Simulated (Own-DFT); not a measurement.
# How strain changes the stress of wurtzite AlN, 128 atoms (Al64N64)

These are calculations, not measurements. They come from Own-DFT, an in-house plane-wave density functional program, since retired, whose code no person has reviewed. Each row is one single-point run on a periodic cell that was not relaxed, without spin or spin-orbit coupling.

Settings of every run: PBE; PseudoDojo norm-conserving scalar-relativistic files; cutoff 42 hartree; 3 x 3 x 3 k mesh centred on Gamma; Gaussian smearing of 0.01 eV.

Known limits: k mesh not checked against a denser one; stress not checked against mesh or cutoff.

Unstrained cell vectors in Å: (12.448, 0.000, 0.000); (-6.224, 10.780, 0.000); (0.000, 0.000, 9.964). The unstrained cell has measured lattice constants (interpolated for alloys), not those of this functional. That, the random moves and any unrelaxed bonds set the pressure at no strain. Each run strains this cell uniformly, with the atoms carried along. Every atom was also moved at random, by a Gaussian of width 0.05 Å on each axis. Strain is the symmetric tensor, in per cent. Stress is positive in tension, and the pressure is minus a third of its trace.

| run | e_xx (%) | e_yy (%) | e_zz (%) | e_yz (%) | e_xz (%) | e_xy (%) | s_xx (GPa) | s_yy (GPa) | s_zz (GPa) | s_yz (GPa) | s_xz (GPa) | s_xy (GPa) | P (GPa) | E (meV/atom) |
|---|---|---|---|---|---|---|---|---|---|---|---|---|---|---|
| 1 | -0.89 | -1.10 | 1.49 | 0.19 | -1.14 | -0.84 | -10.47 | -11.16 | 0.31 | 0.56 | -2.79 | -3.05 | 7.11 | 23.4 |
| 2 | 1.24 | 1.61 | 0.13 | -0.54 | 0.60 | 1.38 | 0.66 | 3.62 | -3.90 | -0.83 | 1.04 | 4.58 | -0.13 | 17.9 |
| 3 | 1.58 | 0.26 | -0.29 | -1.02 | -0.91 | -0.33 | 0.48 | -2.34 | -4.57 | -2.66 | -2.41 | -1.61 | 2.14 | 6.9 |
| 4 | -0.68 | -0.88 | 1.98 | 1.96 | 1.86 | -1.82 | -7.31 | -11.61 | 1.61 | 4.45 | 4.19 | -7.31 | 5.77 | 42.1 |
| 5 | 1.42 | -0.88 | 0.77 | -0.98 | -0.48 | -1.35 | 0.96 | -7.98 | -1.58 | -2.30 | -1.33 | -4.14 | 2.86 | 10.9 |
| 6 | 1.28 | 1.02 | 0.19 | 0.63 | 0.35 | 0.84 | 1.66 | 0.98 | -3.42 | 1.64 | 0.56 | 2.15 | 0.26 | 0.0 |
| 7 | -1.25 | -1.53 | -1.87 | 0.92 | 1.84 | -1.77 | -14.19 | -18.55 | -17.41 | 2.70 | 4.59 | -6.21 | 16.72 | 62.0 |
| 8 | 1.78 | 1.36 | -0.79 | 0.74 | 1.27 | 0.34 | 3.10 | 2.43 | -7.47 | 2.41 | 3.13 | -0.35 | 0.64 | 9.0 |
| 9 | -1.62 | -0.99 | 1.56 | 0.01 | -0.90 | 0.47 | -13.47 | -12.89 | 0.76 | 0.66 | -2.08 | 1.78 | 8.54 | 30.9 |
| 10 | 0.77 | -0.83 | -0.13 | 0.24 | 1.57 | -1.63 | -5.55 | -8.05 | -5.92 | 0.41 | 4.14 | -6.40 | 6.51 | 35.3 |
| 11 | 1.35 | -0.50 | -0.37 | -1.94 | -1.74 | -0.73 | -0.58 | -6.08 | -6.77 | -4.17 | -4.06 | -2.77 | 4.48 | 22.0 |
| 12 | -0.86 | -0.17 | 1.15 | 1.99 | -0.08 | 1.32 | -7.92 | -6.19 | -2.45 | 5.40 | 0.23 | 3.53 | 5.52 | 21.1 |
| 13 | 1.22 | 1.01 | 0.96 | 1.88 | 0.25 | -1.65 | 1.47 | 0.21 | 0.00 | 4.71 | 0.86 | -6.30 | -0.56 | 15.1 |
| 14 | 1.52 | -1.77 | 0.70 | 1.77 | -0.40 | -0.93 | -0.91 | -12.92 | -1.31 | 5.42 | -0.64 | -3.21 | 5.05 | 25.6 |
| 15 | 1.75 | 0.36 | 0.49 | 0.32 | -0.39 | -1.63 | 2.33 | -1.74 | -2.05 | 1.21 | -1.63 | -5.97 | 0.49 | 12.5 |
| 16 | -1.95 | 1.61 | 1.57 | 0.36 | -1.19 | 0.52 | ? | ? | ? | ? | ? | ? | ? | ? |

E is the free energy for each atom above the lowest run shown.

## Worked fit

Each stress component was fitted by least squares to a constant and the strains of the runs shown, as fractions, with shears doubled. Shear strains stay in the fit of a normal stress only where such slopes are resolved. The slopes, in GPa:

```
stress,at no strain,per e_xx,per e_yy,per e_zz,scatter
s_xx,-5.9,431 ± 24,120 ± 27,87 ± 25,0.92
s_yy,-6.4,159 ± 26,498 ± 29,77 ± 28,1.00
s_zz,-6.1,111 ± 19,25 ± 21,484 ± 20,0.73
```

Each shear stress against twice its own strain: yz 132 ± 5, xz 117 ± 6, xy 171 ± 8 GPa. These are stiffnesses along x, y and z of the frame in which the cell vectors are given, which need not be the crystal's axes. The atoms are held to the strained lattice; where symmetry lets them move under strain, relaxing them would lower some slopes. The table should be nearly symmetric about its diagonal, and what it lacks of that shows the noise. A ninth of its sum, 221 ± 5 GPa, estimates the bulk modulus near the mean pressure of these runs, 4.4 GPa, so it lies above the value at zero pressure.

## Withheld run

Question: what normal stresses and pressure should run 16 give?

The fit gives s_xx = -11.0, s_yy = -0.2, s_zz = -0.3 and P = 3.8 GPa. The calculation gave -11.87, -0.07, 1.19 and P = 3.58 GPa.
